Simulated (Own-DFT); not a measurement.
# Which defects push the lattice out? rock-salt HfC

Everything here is calculated. The program is Own-DFT (plane waves, in-house, since retired, never reviewed by a person); positions were held fixed, and spin and spin-orbit coupling were off.

Common settings: PBE; PseudoDojo norm-conserving scalar-relativistic files; cutoff 42 hartree; 4 x 4 x 4 k mesh centred on Gamma; cold (Marzari-Vanderbilt) smearing of 0.2 eV.

Keep in mind: hafnium file: forces about 75 meV/angstrom off all-electron values; forces on such cells failed a check on a denser k mesh; stress not checked against mesh or cutoff.

All runs share one cell, with vectors in Å (3.784, -5.351, 6.554); (-3.784, 5.351, 6.554); (-7.568, -5.351, 0.000) and a volume of 796.2 Å³. The atoms are randomly displaced, by u rms on each axis. The defect's site can differ from row to row.

| cell | formula | u (Å) | P (GPa) |
|---|---|---|---|
| no defect | C32Hf32 | 0.0203 | 3.24 |
| no defect | C32Hf32 | 0.0528 | 5.04 |
| no defect | C32Hf32 | 0.0549 | 5.27 |
| one C vacancy | C31Hf32 | 0.0295 | 3.02 |
| one C vacancy | C31Hf32 | 0.0504 | 4.57 |
| one C vacancy | C31Hf32 | 0.0545 | 4.54 |
| one Hf vacancy | C32Hf31 | 0.0466 | 3.67 |
| one Hf vacancy | C32Hf31 | 0.0481 | 3.50 |
| one Hf vacancy | C32Hf31 | 0.0487 | 3.72 |
| one Hf vacancy | C32Hf31 | 0.0516 | ? |

## What the rows give

P = P0 + c u² + a shift for each defect gives P0 = 2.92 GPa, c = 771 ± 58 GPa/Å² and a scatter of 0.15 GPa. The shifts, and each times the cell's volume:

- one C vacancy: -0.52 ± 0.12 GPa, -2.6 eV
- one Hf vacancy: -1.05 ± 0.12 GPa, -5.2 eV

Against the defect-free cell, a freed cell would be larger where the shift is positive and smaller where it is negative (160.2 GPa Å³ is 1 eV). The atoms around the defects weren't relaxed, which would change these numbers.

## Check

The question: what pressure belongs in the blank (one Hf vacancy, u = 0.0516 Å)?

The fit gives 3.93 ± 0.17 GPa. Computed: 3.78 GPa.
